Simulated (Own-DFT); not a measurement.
AlGa$_{3}$N$_{4}$ (wurtzite random alloy, strained, atoms displaced), Al$_{3}$GaN$_{4}$ (wurtzite random alloy, strained, atoms displaced), Al$_{3}$GaAs$_{4}$ (zincblende random alloy, atoms displaced) (calculated)

Computed with Own-DFT development build. A calculation, not a measurement: plane-wave PBE density functional theory by an unreviewed code, no spin, of a simulated periodic cell, stress positive in tension, free energy of the whole cell less one offset for each atom, forces on such cells passed a denser k mesh, this cell's mesh not checked; offsets are fitted by least squares, one for each functional and potential file, so energies compare only between cells with the same atoms and settings and are not formation energies; the far tail of each file's local potential was reset to the Coulomb form; each entry is a single point on an unrelaxed cell, so the pressure reflects the starting lattice, mostly measured values, from which strain is counted, and rises with the displacements; printed positions are rounded, which can move forces by about a meV/angstrom; the program is a retired in-house code; no spin-orbit coupling.

Settings shared by all entries: functional PBE; potential files PseudoDojo norm-conserving, scalar-relativistic, standard set; wave cutoff 42 hartree; occupations Fermi-Dirac; smearing width 0.1 eV.

(1) AlGa$_{3}$N$_{4}$ (wurtzite random alloy, strained, atoms displaced)

```
CELL_PARAMETERS angstrom
9.69940 0.00000 0.00000
-4.84970 8.40000 0.00000
0.00000 0.00000 10.26850
ATOMIC_POSITIONS crystal
Ga 0.10884 0.22473 0.00718
Al 0.22617 0.10949 0.24729
N 0.11244 0.21821 0.19108
N 0.22557 0.11751 0.44333
Ga 0.12134 0.23282 0.50639
Ga 0.22263 0.11513 0.75320
N 0.11312 0.22588 0.69087
N 0.22886 0.11700 0.94206
Ga 0.10572 0.55515 0.99571
Ga 0.22331 0.44338 0.25075
N 0.12045 0.55886 0.19391
N 0.22106 0.43958 0.44290
Ga 0.10845 0.55236 0.48988
Ga 0.21789 0.44901 0.75447
N 0.10748 0.55476 0.68573
N 0.22989 0.45093 0.94292
Ga 0.11107 0.89526 0.99506
Ga 0.21849 0.76876 0.25693
N 0.10925 0.89548 0.19622
N 0.21551 0.77137 0.44376
Al 0.10875 0.88173 0.49550
Ga 0.21232 0.77305 0.74484
N 0.10511 0.88112 0.68686
N 0.21939 0.77186 0.92932
Ga 0.44385 0.22644 0.99268
Ga 0.55391 0.11236 0.25583
N 0.45794 0.22719 0.19864
N 0.55491 0.11573 0.43420
Ga 0.45700 0.23345 0.50014
Ga 0.55333 0.10994 0.74955
N 0.44614 0.22740 0.68785
N 0.55214 0.10780 0.94431
Ga 0.45052 0.55780 0.99786
Ga 0.55079 0.44075 0.24641
N 0.43986 0.55706 0.18954
N 0.54970 0.44704 0.43998
Al 0.43270 0.54951 0.49534
Al 0.54752 0.44530 0.75281
N 0.44477 0.56227 0.68609
N 0.55351 0.44764 0.93650
Ga 0.44588 0.88849 0.00072
Ga 0.54605 0.77894 0.24360
N 0.43330 0.88723 0.18795
N 0.54298 0.77365 0.43931
Ga 0.44336 0.88350 0.50484
Ga 0.55882 0.78956 0.74943
N 0.45422 0.89601 0.68604
N 0.54101 0.76990 0.94245
Ga 0.78359 0.22474 0.99711
Al 0.87754 0.10307 0.25621
N 0.77724 0.20985 0.18272
N 0.89057 0.11071 0.44836
Al 0.77671 0.22733 0.50066
Ga 0.88281 0.11221 0.74891
N 0.78033 0.23425 0.68754
N 0.88150 0.11481 0.93150
Ga 0.77091 0.55056 0.00196
Al 0.88674 0.44751 0.25318
N 0.78553 0.56164 0.18569
N 0.88360 0.44502 0.43590
Ga 0.78833 0.56490 0.50088
Al 0.88568 0.43483 0.74793
N 0.78582 0.55146 0.69545
N 0.89402 0.44724 0.93647
Ga 0.77481 0.88745 0.00651
Ga 0.87724 0.77243 0.25435
N 0.77094 0.88676 0.18880
N 0.87375 0.77071 0.44181
Ga 0.78416 0.89124 0.50083
Al 0.88245 0.77731 0.74887
N 0.77178 0.88771 0.69049
N 0.88934 0.77488 0.93815
```

* k mesh: 4 x 4 x 3 centred on Gamma
* free energy of cell above offsets: 6.090 eV
* pressure: -0.3 GPa
* stress xx: 3.78 GPa
* stress yy: 1.47 GPa
* stress zz: -4.34 GPa
* stress yz: -0.06 GPa
* stress xz: 0 GPa
* stress xy: 1.5 GPa

Force:
```
element  x (eV/Å)  y (eV/Å)  z (eV/Å)
     Ga    -0.066     0.245    -1.213
     Al    -0.204     0.709       1.2
      N    -0.522    -0.627     1.088
      N     0.395    -1.544     -0.93
     Ga    -0.061     -2.04    -0.542
     Ga       0.1    -0.557    -1.182
      N    -0.467    -0.197     0.988
      N    -1.253    -0.329    -0.117
     Ga     1.253     0.624     0.809
     Ga    -0.072    -0.682    -0.181
      N    -2.021    -1.473    -0.352
      N    -0.352     1.322    -0.832
     Ga     0.121    -0.509     1.442
     Ga     0.795     0.141    -0.539
      N    -0.488    -0.877      -0.1
      N    -0.846    -0.961     0.086
     Ga     0.724    -1.119     0.827
     Ga    -0.669     1.529    -1.001
      N     0.312    -0.667    -0.373
      N     -0.31     0.947      0.18
     Al    -0.594     1.541     0.503
     Ga     0.803     0.191    -0.178
      N    -1.306     0.888    -0.558
      N    -0.291     1.041     1.461
     Ga     1.252    -0.276     1.497
     Ga     1.037    -0.731    -1.895
      N    -2.392    -0.862    -1.903
      N     1.405    -0.228     2.517
     Ga    -1.202    -0.923    -0.285
     Ga    -0.215     0.786     0.314
      N     0.005      0.36     1.226
      N     0.176     0.793    -0.907
     Ga    -1.247    -0.357      0.64
     Ga       0.1     1.298     0.934
      N     1.048    -0.301    -0.208
      N     0.356     1.129    -0.059
     Al     1.293     1.224     0.861
     Al     0.797      0.57    -1.514
      N     0.482    -0.725     0.067
      N     0.613    -0.383     -0.26
     Ga    -1.459    -0.251    -0.182
     Ga     0.121    -0.118     1.066
      N     0.423     0.473     0.509
      N     1.298    -0.598    -0.405
     Ga    -0.497     0.892    -1.256
     Ga    -0.081    -1.816     0.367
      N     -1.48    -0.231     0.915
      N     1.723      1.46    -0.568
     Ga    -1.311     0.085     0.182
     Al     1.117      0.63    -0.123
      N    -0.104      1.53     1.953
      N    -1.091     0.927    -1.291
     Al     0.185    -0.703    -0.289
     Ga     0.691     0.224    -1.089
      N     0.051    -1.651    -0.793
      N     1.697    -0.966     1.336
     Ga     1.039     0.659    -1.188
     Al     0.807     -0.63    -1.363
      N    -0.071      -1.4     1.137
      N     0.492     -0.84    -0.305
     Ga    -1.501    -2.071     1.221
     Al    -0.014     2.411     0.495
      N     -1.68     0.546     0.021
      N    -1.149    -0.814    -0.414
     Ga    -0.036     0.043    -1.859
     Ga     0.696     1.044    -0.873
      N     0.088     0.628     1.362
      N     2.194     1.598    -0.307
     Ga    -2.042    -0.196     0.266
     Al     0.813    -0.519      0.18
      N     1.582     0.197     0.225
      N    -0.991      0.49    -0.441
```

(2) Al$_{3}$GaN$_{4}$ (wurtzite random alloy, strained, atoms displaced)

```
CELL_PARAMETERS angstrom
9.15890 0.00000 0.00000
-4.57950 7.93180 0.00000
0.00000 0.00000 10.06550
ATOMIC_POSITIONS crystal
Al 0.11629 0.22756 0.01035
Ga 0.22706 0.11137 0.25183
N 0.12350 0.22875 0.17830
N 0.22008 0.10297 0.43207
Al 0.10914 0.21718 0.50780
Al 0.21460 0.10555 0.75308
N 0.10993 0.23127 0.68708
N 0.21178 0.10525 0.93149
Al 0.10505 0.54889 0.00032
Al 0.22363 0.44416 0.24815
N 0.10055 0.55212 0.19248
N 0.22669 0.45668 0.43814
Al 0.09988 0.55704 0.49953
Al 0.22371 0.44294 0.75213
N 0.11506 0.55085 0.68492
N 0.22716 0.44891 0.93867
Al 0.10225 0.89298 0.99947
Al 0.21104 0.76764 0.24981
N 0.10952 0.88835 0.18868
N 0.22366 0.78686 0.44697
Al 0.11016 0.88624 0.50440
Al 0.22672 0.78198 0.74279
N 0.11355 0.89668 0.68999
N 0.22055 0.77839 0.93964
Ga 0.44575 0.22148 0.00009
Al 0.55884 0.10213 0.25227
N 0.44190 0.22016 0.18203
N 0.55847 0.11918 0.43765
Al 0.45159 0.22144 0.49433
Al 0.56645 0.11796 0.74398
N 0.45447 0.22357 0.68446
N 0.55540 0.10100 0.94360
Al 0.44823 0.55420 0.00306
Al 0.55495 0.43971 0.25834
N 0.45250 0.55886 0.19013
N 0.54666 0.43153 0.43057
Ga 0.44570 0.55883 0.50221
Al 0.55662 0.44062 0.75707
N 0.44972 0.56181 0.69850
N 0.56367 0.44528 0.94775
Ga 0.44853 0.89459 0.99197
Al 0.55331 0.77608 0.24886
N 0.45286 0.89387 0.19274
N 0.55551 0.77894 0.43277
Ga 0.44437 0.89057 0.49988
Ga 0.56387 0.78165 0.74525
N 0.44854 0.89028 0.69859
N 0.54986 0.77315 0.94031
Al 0.76832 0.22343 0.00311
Ga 0.88313 0.11429 0.25332
N 0.77155 0.22724 0.18924
N 0.89099 0.11997 0.44232
Al 0.77993 0.21981 0.49576
Al 0.88937 0.11671 0.75178
N 0.77841 0.22189 0.68725
N 0.88509 0.10820 0.94061
Al 0.78006 0.56597 0.00245
Al 0.88739 0.44062 0.24820
N 0.78466 0.56413 0.19001
N 0.89454 0.43917 0.42848
Ga 0.76907 0.54555 0.50205
Al 0.88754 0.44932 0.75180
N 0.77674 0.54901 0.69505
N 0.89549 0.44907 0.94195
Ga 0.78022 0.88663 0.99101
Al 0.88398 0.78213 0.24886
N 0.78629 0.88723 0.19465
N 0.89184 0.78224 0.43779
Al 0.77555 0.88779 0.50567
Al 0.89193 0.78379 0.75613
N 0.77892 0.89274 0.69068
N 0.89436 0.78237 0.94343
```

- k mesh: 4 x 4 x 3 centred on Gamma
- free energy of cell above offsets: -14.635 eV
- pressure: 18.39 GPa
- stress xx: -20.6 GPa
- stress yy: -21.93 GPa
- stress zz: -12.65 GPa
- stress yz: -0.3 GPa
- stress xz: -0.61 GPa
- stress xy: -0.08 GPa

Force:
```
element  x (eV/Å)  y (eV/Å)  z (eV/Å)
     Al    -0.697    -0.522    -4.597
     Ga    -0.616    -0.546    -1.001
      N    -1.533     0.118      3.87
      N     -0.32     1.262       3.5
     Al     0.646     1.438     -2.09
     Al     0.771     2.385    -1.076
      N     1.129    -1.799     0.814
      N     0.032     1.241     1.121
     Al     1.457     2.071     0.422
     Al     0.061     0.744     0.545
      N      2.22    -0.314    -1.122
      N    -1.021    -2.064    -0.359
     Al     2.507     0.343     0.155
     Al    -0.061     1.183     0.296
      N    -1.631     0.968     0.495
      N    -0.049    -0.792     0.428
     Al     3.498    -0.122     1.297
     Al     0.724     2.109     0.203
      N    -0.105    -0.979    -0.635
      N    -0.583    -2.166    -1.556
     Al    -1.033     0.884    -0.585
     Al    -0.369    -1.095     1.652
      N    -0.174    -1.768    -0.404
      N    -1.418    -0.669    -0.749
     Ga    -0.513      -1.2    -0.592
     Al     -2.13     1.641    -0.195
      N      2.13     0.672     2.264
      N     1.722    -0.708    -0.618
     Al    -2.471    -0.763      1.37
     Al     -1.11    -1.281     1.517
      N    -1.766    -0.075     0.413
      N    -0.319     4.877    -3.145
     Al    -0.539     0.243     0.127
     Al     0.353     0.579    -3.889
      N    -0.652    -0.883    -0.048
      N     0.028     1.108     2.294
     Ga     0.071    -0.624     0.445
     Al    -0.592     0.142    -0.118
      N     0.708    -2.797    -1.047
      N    -0.833     0.869    -1.942
     Ga    -0.864    -3.916     2.362
     Al     1.004     0.454    -0.486
      N    -1.304    -2.159    -0.092
      N     1.184     0.868     0.885
     Ga     0.552     0.312       0.8
     Ga    -1.407     -0.32     2.315
      N     -0.89     1.244    -1.539
      N      1.51    -0.785    -0.318
     Al     1.891     0.207    -0.309
     Ga     1.647    -0.144     -0.85
      N     0.463      -0.5    -0.699
      N     1.323    -1.922     0.432
     Al    -1.146     1.227     1.132
     Al      0.28     0.071     0.554
      N     0.622     1.188    -0.564
      N     0.013     2.533    -0.406
     Al     1.527    -1.167     1.035
     Al    -1.436      1.13    -0.253
      N    -0.599    -1.359     0.127
      N    -1.651    -0.265     1.413
     Ga     0.798     0.971    -0.611
     Al     2.466    -1.034      0.52
      N    -1.167     2.005    -0.101
      N    -2.263    -1.123    -0.808
     Ga    -2.126     0.426     2.443
     Al     3.199    -1.088     1.358
      N    -3.619     1.213    -1.368
      N    -0.593     -0.54     0.808
     Al     0.401     0.377    -1.434
     Al     0.295    -0.841    -0.838
      N     2.469     1.057    -0.615
      N    -0.101    -1.831    -2.353
```

(3) Al$_{3}$GaAs$_{4}$ (zincblende random alloy, atoms displaced)

```
CELL_PARAMETERS angstrom
11.31830 0.00000 0.00000
0.00000 11.31830 0.00000
0.00000 0.00000 11.31830
ATOMIC_POSITIONS crystal
Al 0.99891 0.00543 0.00495
Ga 0.00160 0.24755 0.24926
Al 0.25381 0.00253 0.25079
Al 0.24688 0.25309 0.00000
As 0.12854 0.12787 0.12549
As 0.12547 0.37407 0.37800
As 0.37338 0.13126 0.37731
As 0.36804 0.37379 0.12515
Al 0.99792 0.99472 0.50347
Al 0.99966 0.25345 0.74744
Ga 0.25291 0.99845 0.74681
Al 0.24731 0.24924 0.50046
As 0.12546 0.12110 0.62422
As 0.12457 0.37302 0.87725
As 0.37203 0.12397 0.87362
As 0.37283 0.37540 0.62456
Al 0.99848 0.49686 0.00164
Al 0.00124 0.75047 0.25175
Al 0.25128 0.50294 0.24936
Al 0.24642 0.74923 0.00008
As 0.12565 0.62582 0.12474
As 0.12582 0.87464 0.37592
As 0.37749 0.62091 0.37384
As 0.37598 0.87224 0.12834
Al 0.00213 0.49778 0.50064
Ga 0.00103 0.75004 0.75063
Al 0.25547 0.49780 0.75051
Al 0.24966 0.75205 0.49826
As 0.12524 0.62227 0.62746
As 0.12725 0.87370 0.87582
As 0.38054 0.62762 0.87715
As 0.37724 0.87723 0.62503
Al 0.50042 0.00137 0.99700
Al 0.49910 0.25377 0.25006
Al 0.74839 0.99948 0.25311
Ga 0.75046 0.24861 0.99821
As 0.62688 0.11897 0.12525
As 0.62822 0.37918 0.37213
As 0.87860 0.12743 0.37497
As 0.87516 0.37507 0.12813
Al 0.49938 0.99807 0.50019
Al 0.49724 0.24890 0.75033
Al 0.75146 0.99808 0.74492
Al 0.74723 0.24721 0.50375
As 0.62884 0.12664 0.62655
As 0.62782 0.37406 0.88044
As 0.87144 0.12422 0.87309
As 0.87490 0.37367 0.62300
Al 0.49657 0.49793 0.99829
Al 0.49966 0.74982 0.25158
Ga 0.74454 0.50009 0.25077
Ga 0.75087 0.75332 0.00058
As 0.62826 0.62330 0.12167
As 0.62510 0.87096 0.37378
As 0.87420 0.62387 0.37700
As 0.87827 0.87290 0.12310
Al 0.50297 0.50348 0.50207
Ga 0.50040 0.74752 0.75125
Al 0.75264 0.50106 0.75291
Ga 0.74551 0.74692 0.50145
As 0.62830 0.62760 0.62758
As 0.63052 0.87155 0.87483
As 0.87622 0.62675 0.87681
As 0.87533 0.87364 0.62598
```

* k mesh: 3 x 3 x 3 centred on Gamma
* free energy of cell above offsets: -20.257 eV
* pressure: 2.92 GPa
* stress xx: -2.91 GPa
* stress yy: -2.91 GPa
* stress zz: -2.94 GPa
* stress yz: 0.46 GPa
* stress xz: -0.08 GPa
* stress xy: 0.05 GPa

Force:
```
element  x (eV/Å)  y (eV/Å)  z (eV/Å)
     Al     0.181    -0.271    -0.589
     Ga     0.061     0.444     0.085
     Al    -0.145     -0.15     0.095
     Al     0.264    -0.471    -0.208
     As    -0.048    -0.373     0.058
     As     0.094     0.218    -0.525
     As     0.457    -0.488    -0.084
     As      0.64     0.221    -0.055
     Al     0.188     0.419    -0.454
     Al      0.06     -0.58     0.231
     Ga    -0.392    -0.043     0.328
     Al    -0.043     0.069     0.266
     As    -0.254     0.285      0.12
     As    -0.047     0.442    -0.468
     As     0.115     0.233      0.29
     As     0.517    -0.184    -0.234
     Al     0.095     0.299         0
     Al    -0.149    -0.196    -0.013
     Al    -0.428    -0.304     0.194
     Al     0.553      0.08     0.104
     As    -0.283    -0.271     0.103
     As    -0.011     0.343    -0.195
     As    -0.134     0.518     0.337
     As    -0.109     0.352    -0.525
     Al    -0.239     0.218         0
     Ga     0.091    -0.086     0.099
     Al    -0.401     0.375     0.454
     Al     0.195    -0.491      0.27
     As     0.326     0.175    -0.198
     As    -0.336     0.597     0.011
     As    -0.822    -0.287    -0.072
     As    -0.003    -0.623    -0.108
     Al    -0.019    -0.495     0.114
     Al     0.259    -0.273    -0.219
     Al     0.647    -0.185    -0.125
     Ga     0.182    -0.136      0.61
     As    -0.406     0.716     0.086
     As    -0.646    -0.731     0.846
     As    -0.474    -0.531      0.38
     As    -0.179     -0.17    -0.113
     Al     0.338     0.481     -0.24
     Al      0.34     0.255     0.152
     Al    -0.072    -0.008     0.542
     Al      0.46      0.45    -0.787
     As    -0.869    -0.455    -0.019
     As    -0.559     0.133    -0.758
     As     0.584     0.012    -0.141
     As    -0.202     0.298     0.139
     Al     0.362    -0.084     0.478
     Al      0.25    -0.503    -0.355
     Ga     0.892     0.387    -0.321
     Ga     0.228    -0.471     0.087
     As    -0.694      0.25     0.131
     As    -0.139     0.416     0.306
     As     0.144     -0.01    -0.127
     As    -0.197     0.435     0.601
     Al     0.012    -0.346    -0.008
     Ga     0.234     0.507    -0.107
     Al     0.013    -0.209    -0.015
     Ga      0.67     0.323    -0.226
     As    -0.385    -0.635     0.212
     As    -0.643     0.653    -0.314
     As     0.062    -0.196     0.051
     As    -0.184    -0.351    -0.179
```

(4) Al$_{3}$GaAs$_{4}$ (zincblende random alloy, atoms displaced)

```
CELL_PARAMETERS angstrom
11.31830 0.00000 0.00000
0.00000 11.31830 0.00000
0.00000 0.00000 11.31830
ATOMIC_POSITIONS crystal
Al 0.00191 0.99334 0.99652
Al 0.00429 0.25040 0.24660
Al 0.24850 0.99321 0.25431
Ga 0.25144 0.25405 0.00095
As 0.12925 0.12656 0.12679
As 0.12442 0.37915 0.37466
As 0.37574 0.12371 0.38016
As 0.37195 0.37854 0.12640
Al 0.00027 0.99621 0.50054
Ga 0.99478 0.25099 0.75065
Al 0.24695 0.99749 0.74959
Ga 0.25021 0.24937 0.50154
As 0.12502 0.11933 0.62586
As 0.12064 0.37310 0.87427
As 0.37461 0.12932 0.87460
As 0.37855 0.37432 0.62896
Al 0.99890 0.50232 0.00349
Al 0.00177 0.74782 0.25308
Al 0.24974 0.50263 0.25445
Al 0.24789 0.75046 0.00152
As 0.12358 0.62394 0.12571
As 0.12821 0.88216 0.38017
As 0.37651 0.62842 0.37401
As 0.37355 0.87434 0.12652
Al 0.00093 0.49990 0.49997
Al 0.00050 0.75126 0.74926
Al 0.24769 0.50258 0.74882
Al 0.25110 0.74605 0.49750
As 0.12482 0.62564 0.62651
As 0.13251 0.87934 0.87427
As 0.37776 0.62462 0.87598
As 0.37810 0.87055 0.62077
Al 0.49499 0.00059 0.99806
Al 0.49800 0.25013 0.24877
Al 0.75204 0.00098 0.24688
Al 0.75228 0.24879 0.00233
As 0.62584 0.12803 0.12305
As 0.62310 0.37427 0.37774
As 0.87147 0.12699 0.37692
As 0.87525 0.37502 0.12697
Ga 0.50233 0.00388 0.50512
Al 0.50201 0.25045 0.75540
Al 0.74758 0.99742 0.75001
Ga 0.74699 0.24293 0.50243
As 0.62516 0.12584 0.62826
As 0.62486 0.37526 0.87313
As 0.87717 0.12342 0.87367
As 0.87256 0.37628 0.62191
Al 0.49657 0.49719 0.00611
Al 0.50247 0.74762 0.24935
Ga 0.75044 0.49689 0.25240
Al 0.75631 0.75325 0.00022
As 0.62854 0.62620 0.12693
As 0.62157 0.87776 0.37621
As 0.87541 0.62334 0.37677
As 0.87335 0.87533 0.12745
Al 0.49956 0.50008 0.49841
Al 0.49948 0.74982 0.74914
Ga 0.74636 0.49865 0.75134
Ga 0.74969 0.74690 0.50038
As 0.62612 0.62918 0.62454
As 0.62986 0.87709 0.87503
As 0.87891 0.62737 0.87593
As 0.87297 0.87088 0.62423
```

- k mesh: 3 x 3 x 3 centred on Gamma
- free energy of cell above offsets: -20.191 eV
- pressure: 2.94 GPa
- stress xx: -2.94 GPa
- stress yy: -2.89 GPa
- stress zz: -2.98 GPa
- stress yz: 0.24 GPa
- stress xz: 0.59 GPa
- stress xy: -0.07 GPa

Force:
```
element  x (eV/Å)  y (eV/Å)  z (eV/Å)
     Al    -0.023     0.752     0.514
     Al    -0.378    -0.042     0.521
     Al     0.591     1.054    -0.395
     Ga    -0.289    -0.129    -0.176
     As    -0.159    -0.679    -0.258
     As     0.104    -0.508     0.135
     As     -0.09     0.014     -0.67
     As    -0.018    -0.263     0.457
     Al    -0.631     0.552     0.216
     Ga     0.321    -0.161    -0.465
     Al     1.166     0.402    -0.475
     Ga     -0.07     0.143     0.158
     As    -0.363     0.638    -0.036
     As     0.264     0.521     0.154
     As    -0.281    -0.508    -0.093
     As    -0.313     0.191    -0.191
     Al    -0.029    -0.394    -0.328
     Al    -0.016     0.462     0.125
     Al     0.047     0.088    -0.238
     Al      0.36    -0.225    -0.107
     As     0.254     0.203     0.162
     As    -0.485    -1.397    -0.199
     As     0.046    -0.435    -0.043
     As     0.185    -0.147    -0.044
     Al    -0.096     0.083       0.2
     Al     0.203     0.203       0.2
     Al     0.307    -0.428     0.375
     Al    -0.187     0.369      0.28
     As    -0.071     0.087    -0.339
     As    -0.792    -0.971     0.147
     As    -0.354     0.007     0.141
     As    -0.458     0.373     0.476
     Al     0.457     0.045      0.13
     Al      0.03    -0.054     0.252
     Al    -0.534     0.188     0.509
     Al     0.039     0.208    -0.498
     As    -0.398    -0.422     0.103
     As     0.044    -0.229    -0.206
     As      0.81    -0.357    -0.423
     As     0.101    -0.038    -0.173
     Ga    -0.126    -0.264    -0.214
     Al    -0.094    -0.026    -0.448
     Al     0.565     0.329    -0.193
     Ga     0.065     0.754     -0.12
     As    -0.135    -0.133      0.45
     As     0.056    -0.014     0.971
     As    -0.369    -0.286     0.286
     As    -0.025    -0.135      0.17
     Al     0.669     0.452    -0.499
     Al     0.006     0.476    -0.001
     Ga    -0.113      0.11     0.088
     Al    -0.493    -0.338    -0.069
     As    -0.001    -0.204    -0.396
     As     0.493    -0.116    -0.232
     As     0.077     0.054     -0.13
     As     0.779    -0.104    -0.005
     Al     0.022     0.149     0.407
     Al     0.299     0.181     0.293
     Ga     0.422     0.443    -0.244
     Ga    -0.105     0.397    -0.433
     As    -0.381    -0.668     0.116
     As     -0.82      -0.4      0.31
     As    -0.266    -0.233    -0.113
     As      0.18     0.375     0.107
```
